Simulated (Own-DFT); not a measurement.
# What random displacements cost in grey tin, 64 atoms (Sn64)

These are calculations, not measurements. They come from Own-DFT, an in-house plane-wave density functional program, since retired, whose code no person has reviewed. Each row is one single-point run on a periodic cell that was not relaxed, without spin or spin-orbit coupling.

Settings of every run: PBE; PseudoDojo norm-conserving scalar-relativistic files; cutoff 42 hartree; 3 x 3 x 3 k mesh centred on Gamma; cold (Marzari-Vanderbilt) smearing of 0.2 eV.

Known limits: forces on such cells moved up to 12 meV/angstrom on a denser k mesh; stress not checked against mesh or cutoff.

Cell vectors in Å: (12.978, 0.000, 0.000); (0.000, 12.978, 0.000); (0.000, 0.000, 12.978). In each run every atom was moved at random and independently from its ideal site; u is the rms move along one axis. E is the free energy for each atom above the fitted value at u = 0, and F the rms of the force components.

| run | u (Å) | E (meV/atom) | F (eV/Å) | largest force (eV/Å) | P (GPa) |
|---|---|---|---|---|---|
| 1 | 0.0196 | 5.2 | 0.213 | 0.72 | 3.38 |
| 2 | 0.0217 | 6.1 | 0.231 | 0.82 | 3.39 |
| 3 | 0.0493 | ? | ? | ? | ? |
| 4 | 0.0504 | 34.0 | 0.582 | 2.17 | 3.64 |
| 5 | 0.0525 | 34.9 | 0.581 | 2.20 | 3.66 |
| 6 | 0.0969 | 120.0 | 1.078 | 3.74 | 4.40 |
| 7 | 0.1011 | 154.9 | 1.376 | 6.09 | 4.79 |
| 8 | 0.1025 | 124.4 | 1.109 | 5.07 | 4.45 |
| 9 | 0.1508 | 290.0 | 1.986 | 9.19 | 6.00 |

## Worked fit

For small independent moves the energy grows as E = (3/2) K u², with K the mean stiffness felt by one atom. The runs with u up to 0.11 Å give K = 8.8 ± 0.4 eV/Å², with residuals divided by u² + 0.0006 Å², since the noise grows with the moves. The scatter is 3.2 meV/atom at u = 0.05 Å. The forces follow F = G u with G = 11.4 eV/Å²; no force at u = 0 is resolved. G exceeds K because the moves of its neighbours add to the force on an atom, and stiffness differs between atoms. At u = 0.151 Å the parabola gives 300 meV/atom and the run 290. The pressure follows P = 3.33 + 121 u² GPa: at fixed volume, shortened bonds push harder than stretched ones pull.

## Withheld run

Question: what energy and rms force should run 3 give?

The fit gives 32 ± 3 meV/atom and about 0.56 eV/Å. The calculation gave 32.1 meV/atom and 0.542 eV/Å.
